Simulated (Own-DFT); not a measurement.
# Which defects push the lattice out? 2H SiC

No measurement is shown. These are fixed-geometry runs of a retired plane-wave code named Own-DFT, which no person has reviewed; spin and spin-orbit coupling are neglected.

All runs used: PBE; PseudoDojo norm-conserving scalar-relativistic files; cutoff 42 hartree; 4 x 4 x 3 k mesh centred on Gamma; Fermi-Dirac smearing of 0.1 eV.

Caveats (not all hold for every row): not probed for a lower state with spin; forces on such cells passed a denser k mesh, each cell not checked; stress not checked against mesh or cutoff.

All runs share one cell, with vectors in Å (9.248, 0.000, 0.000); (-4.624, 8.009, 0.000); (0.000, 0.000, 10.068) and a volume of 745.7 Å³. Atoms were moved at random from their sites; u is the rms move along one axis. The defect's site can differ from row to row.

```
                                     cell     formula   u (Å)  P (GPa)
                                no defect     C36Si36  0.0300     3.90
                                no defect     C36Si36  0.0318     3.99
                                no defect     C36Si36  0.0567     5.76
                       one C on a Si site     C37Si35  0.0302     2.21
                       one C on a Si site     C37Si35  0.0485     3.05
                       one C on a Si site     C37Si35  0.0525     3.17
                   two N on a C site each   C34N2Si36  0.0268     2.74
                   two N on a C site each   C34N2Si36  0.0343        ?
                   two N on a C site each   C34N2Si36  0.0513     4.48
                   two N on a C site each   C34N2Si36  0.0516     4.25
one C on a Si site and one Si on a C site     C36Si36  0.0283     7.71
one C on a Si site and one Si on a C site     C36Si36  0.0287     7.56
one C on a Si site and one Si on a C site     C36Si36  0.0515     8.84
                 two Al on a Si site each  Al2C36Si34  0.0285     5.84
                 two Al on a Si site each  Al2C36Si34  0.0302     6.08
                 two Al on a Si site each  Al2C36Si34  0.0489     7.24
```

## Analysis

P = P0 + c u² + a shift for each defect gives P0 = 3.28 GPa, c = 744 ± 46 GPa/Å² and a scatter of 0.16 GPa. The shifts, and each times the cell's volume:

- one C on a Si site and one Si on a C site: 3.70 ± 0.13 GPa, 17.2 eV
- two Al on a Si site each: 2.08 ± 0.13 GPa, 9.7 eV (4.9 eV for each of its 2 sites)
- two N on a C site each: -0.95 ± 0.13 GPa, -4.4 eV (-2.2 eV for each of its 2 sites)
- one C on a Si site: -1.96 ± 0.13 GPa, -9.1 eV

Positive is outwards. The product with the volume (160.2 GPa Å³ to the eV) is nearly free of the cell's size; divided by the bulk modulus at the cell's pressure it gives the volume that the defect adds. The atoms around the defects weren't relaxed, which would change these numbers.

## The run left out

The question: what pressure belongs in the blank (two N on a C site each, u = 0.0343 Å)?

Estimate: 3.21 ± 0.18 GPa. The calculation gave 3.12 GPa.
